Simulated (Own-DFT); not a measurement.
# Strain and stress in wurtzite GaN, 72 atoms (Ga36N36)

These are calculations, not measurements. The program, named Own-DFT, is a retired in-house plane-wave density functional code that no person has reviewed. Each row is one single-point run on a periodic cell that was not relaxed, without spin or spin-orbit coupling.

Settings of every run: PBE; PseudoDojo norm-conserving scalar-relativistic files (stringent for Ga); cutoff 96 hartree; 4 x 4 x 3 k mesh centred on Gamma; Gaussian smearing of 0.01 eV.

Known limits: forces not confirmed at this smearing and k mesh; stress not checked against mesh or cutoff.

Unstrained cell vectors in Å: (9.567, 0.000, 0.000); (-4.783, 8.285, 0.000); (0.000, 0.000, 10.370). The unstrained cell has measured lattice constants (interpolated for alloys), not those of this functional. That, the random moves and any unrelaxed bonds set the pressure at no strain. Each run strains this cell uniformly, with the atoms carried along. Every atom was also moved at random, by a Gaussian of width 0.05 Å on each axis. Strain is the symmetric tensor, in per cent. Stress is positive in tension, and the pressure is minus a third of its trace.

| run | e_xx (%) | e_yy (%) | e_zz (%) | e_yz (%) | e_xz (%) | e_xy (%) | s_xx (GPa) | s_yy (GPa) | s_zz (GPa) | s_yz (GPa) | s_xz (GPa) | s_xy (GPa) | P (GPa) | E (meV/atom) |
|---|---|---|---|---|---|---|---|---|---|---|---|---|---|---|
| 1 | -0.87 | 0.73 | 1.59 | -0.80 | 0.57 | 1.93 | -7.86 | -5.05 | -0.57 | -2.14 | 0.87 | 5.36 | 4.49 | 15.8 |
| 2 | -1.50 | -0.24 | -1.05 | -1.63 | 0.78 | -1.78 | -15.33 | -10.59 | -13.85 | -3.92 | 2.04 | -4.98 | 13.26 | 45.8 |
| 3 | 1.00 | -1.60 | 1.16 | -0.43 | 0.89 | 1.05 | -3.72 | -10.29 | -3.88 | -1.03 | 1.78 | 3.76 | 5.96 | 14.6 |
| 4 | -0.08 | -0.52 | -0.43 | -1.17 | 1.48 | -1.34 | -8.27 | -10.85 | -7.94 | -3.21 | 2.70 | -3.44 | 9.02 | 19.6 |
| 5 | 1.26 | -1.37 | 0.58 | -1.16 | 1.16 | 1.62 | -4.32 | -10.58 | -4.61 | -2.33 | 3.40 | 4.16 | 6.50 | 28.7 |
| 6 | -0.27 | -0.53 | 0.77 | 1.63 | 0.90 | -1.95 | -7.09 | -9.98 | -6.04 | 4.41 | 2.20 | -6.02 | 7.70 | 34.3 |
| 7 | -1.30 | -1.56 | 1.29 | -0.75 | -0.89 | -0.63 | -13.52 | -14.37 | -3.44 | -1.69 | -2.24 | -1.61 | 10.44 | 30.0 |
| 8 | 1.52 | 1.35 | -0.44 | -1.37 | -0.01 | -0.13 | 0.18 | 1.21 | -8.87 | -2.53 | -0.29 | -0.95 | 2.49 | 15.9 |
| 9 | -0.90 | 1.71 | 1.65 | 1.43 | -1.03 | -0.13 | -8.32 | 0.09 | 0.38 | 3.00 | -2.02 | -1.39 | 2.62 | 13.2 |
| 10 | 0.84 | 1.47 | 0.63 | -1.57 | -1.65 | -0.21 | -1.33 | -0.93 | -4.45 | -3.13 | -3.85 | -0.72 | 2.24 | 24.3 |
| 11 | 1.01 | 1.15 | -1.82 | 1.66 | -1.03 | 1.16 | -2.57 | -2.03 | -15.27 | 2.90 | -1.51 | 2.99 | 6.62 | 28.5 |
| 12 | -1.78 | -1.15 | 0.79 | 0.45 | 0.59 | -1.22 | -15.94 | -11.95 | -7.33 | 0.87 | 0.46 | -5.02 | 11.74 | 36.3 |
| 13 | 0.64 | -1.68 | 0.46 | -1.64 | -0.75 | 1.10 | -5.72 | -13.70 | -6.56 | -4.18 | -0.91 | 4.54 | 8.66 | 29.8 |
| 14 | 1.42 | 0.22 | 1.44 | -1.74 | 1.72 | 0.39 | -0.40 | -2.64 | 0.28 | -3.33 | 2.99 | 0.61 | 0.92 | 0.0 |
| 15 | 1.57 | 0.31 | 0.22 | 1.66 | -1.40 | -1.39 | ? | ? | ? | ? | ? | ? | ? | ? |

E is the free energy for each atom above the lowest run shown.

## Worked fit

Each stress component was fitted by least squares to a constant and the strains of the runs shown, as fractions, with shears doubled. Shear strains stay in the fit of a normal stress only where such slopes are resolved. The slopes, in GPa:

```
stress  at no strain  per e_xx  per e_yy  per e_zz  scatter
  s_xx          -7.2  419 ± 19  120 ± 18   79 ± 21     0.78
  s_yy          -7.1  134 ± 26  401 ± 25   68 ± 29     1.08
  s_zz          -8.0   63 ± 26   56 ± 24  452 ± 29     1.06
```

Each shear stress against twice its own strain: yz 111 ± 4, xz 101 ± 8, xy 146 ± 10 GPa. These are stiffnesses along x, y and z of the frame in which the cell vectors are given, which need not be the crystal's axes. The atoms are held to the strained lattice; where symmetry lets them move under strain, relaxing them would lower some slopes. The table should be nearly symmetric about its diagonal, and what it lacks of that shows the noise. A ninth of its sum, 199 ± 4 GPa, estimates the bulk modulus near the mean pressure of these runs, 6.6 GPa, so it lies above the value at zero pressure.

## Withheld run

Question: what normal stresses and pressure should run 15 give?

The fit gives s_xx = -0.1, s_yy = -3.6, s_zz = -5.8 and P = 3.2 GPa. The calculation gave -0.13, -3.32, -6.63 and P = 3.36 GPa.
